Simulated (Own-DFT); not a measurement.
# How strain changes the stress of wurtzite GaN, 96 atoms (Ga48N48)

All numbers below are calculated, not measured. The program, named Own-DFT, is a retired in-house plane-wave density functional code that no person has reviewed. Each row is one single-point run on a periodic cell that was not relaxed, without spin or spin-orbit coupling.

Settings of every run: PBE; PseudoDojo norm-conserving scalar-relativistic files (stringent for Ga); cutoff 96 hartree; 3 x 4 x 3 k mesh centred on Gamma; Gaussian smearing of 0.01 eV.

Known limits: forces on such cells passed a denser k mesh, each cell not checked; stress not checked against mesh or cutoff.

Unstrained cell vectors in Å: (12.756, 0.000, 0.000); (-4.784, 8.285, 0.000); (0.000, 0.000, 10.370). The unstrained cell has measured lattice constants (interpolated for alloys), not those of this functional. That, the random moves and any unrelaxed bonds set the pressure at no strain. Each run strains this cell uniformly, with the atoms carried along. Every atom was also moved at random, by a Gaussian of width 0.05 Å on each axis. Strain is the symmetric tensor, in per cent. Stress is positive in tension, and the pressure is minus a third of its trace.

```
run,e_xx (%),e_yy (%),e_zz (%),e_yz (%),e_xz (%),e_xy (%),s_xx (GPa),s_yy (GPa),s_zz (GPa),s_yz (GPa),s_xz (GPa),s_xy (GPa),P (GPa),E (meV/atom)
1,-0.51,1.46,0.02,-0.48,0.29,0.27,-7.81,-2.46,-5.76,-1.07,1.06,1.52,5.34,8.0
2,1.58,0.69,-1.74,-0.86,0.90,0.73,-2.08,-3.33,-13.04,-2.19,0.79,2.17,6.15,12.5
3,-1.02,-1.62,-1.10,1.02,-1.15,-0.72,-15.38,-16.15,-13.68,2.00,-2.82,-1.16,15.07,37.8
4,0.27,1.55,-0.74,-0.79,0.69,1.45,-4.36,-1.57,-8.65,-1.66,1.14,4.52,4.86,3.5
5,1.73,-0.02,1.08,1.71,0.07,-0.44,0.80,-3.85,-2.66,3.43,0.08,-2.11,1.91,2.8
6,1.00,-1.14,0.01,0.90,0.82,-0.36,-4.22,-12.47,-5.76,2.28,1.87,-0.95,7.48,12.8
7,1.23,-1.03,-1.64,-0.84,0.03,-1.22,-5.13,-11.19,-15.17,-1.69,0.32,-3.27,10.50,31.9
8,1.51,-1.25,0.65,-0.03,0.60,-1.43,-3.29,-8.04,-4.23,-0.56,1.38,-4.54,5.19,8.1
9,-0.36,-1.48,1.02,0.54,-0.60,-0.28,-9.17,-12.04,-5.41,0.40,-2.36,-2.44,8.87,16.1
10,-0.96,0.34,-1.73,-0.02,1.87,-1.15,-12.44,-7.74,-16.53,0.91,4.13,-3.68,12.23,34.1
11,1.22,-0.30,0.00,-1.69,-0.63,-0.07,-2.62,-7.86,-5.86,-2.80,-1.53,-0.01,5.45,9.4
12,0.01,1.97,0.66,1.02,0.82,-0.98,-4.66,0.79,-3.70,2.15,1.08,-3.23,2.52,10.0
13,-0.58,-1.45,-0.54,-1.50,1.00,1.94,-12.16,-13.80,-11.99,-1.88,1.84,6.71,12.65,34.5
14,-1.49,0.54,1.24,-1.21,0.63,0.16,-12.67,-5.14,-2.88,-2.77,2.12,0.61,6.89,10.0
15,0.92,1.74,-0.01,-0.64,0.55,1.47,-1.06,0.98,-5.82,-1.60,1.20,3.34,1.97,0.0
16,-1.98,-1.90,1.53,-0.25,1.68,1.08,?,?,?,?,?,?,?,?
```

E is the free energy for each atom above the lowest run shown.

## Worked fit

Each stress component was fitted by least squares to a constant and the strains of the runs shown, as fractions, with shears doubled. Shear strains stay in the fit of a normal stress only where such slopes are resolved. The slopes, in GPa:

| stress | at no strain | per e_xx | per e_yy | per e_zz | scatter |
|---|---|---|---|---|---|
| s_xx | -7.5 | 420 ± 15 | 130 ± 13 | 87 ± 16 | 0.61 |
| s_yy | -7.1 | 119 ± 24 | 393 ± 20 | 90 ± 25 | 0.97 |
| s_zz | -7.5 | 85 ± 24 | 77 ± 20 | 429 ± 25 | 0.97 |

Each shear stress against twice its own strain: yz 100 ± 9, xz 114 ± 12, xy 149 ± 12 GPa. These are stiffnesses along x, y and z of the frame in which the cell vectors are given, which need not be the crystal's axes. The atoms are held to the strained lattice; where symmetry lets them move under strain, relaxing them would lower some slopes. The table should be nearly symmetric about its diagonal, and what it lacks of that shows the noise. A ninth of its sum, 203 ± 3 GPa, estimates the bulk modulus near the mean pressure of these runs, 7.1 GPa, so it lies above the value at zero pressure.

## Withheld run

Question: what normal stresses and pressure should run 16 give?

The fit gives s_xx = -17.0, s_yy = -15.5, s_zz = -4.1 and P = 12.2 GPa. The calculation gave -18.14, -17.05, -3.13 and P = 12.77 GPa.
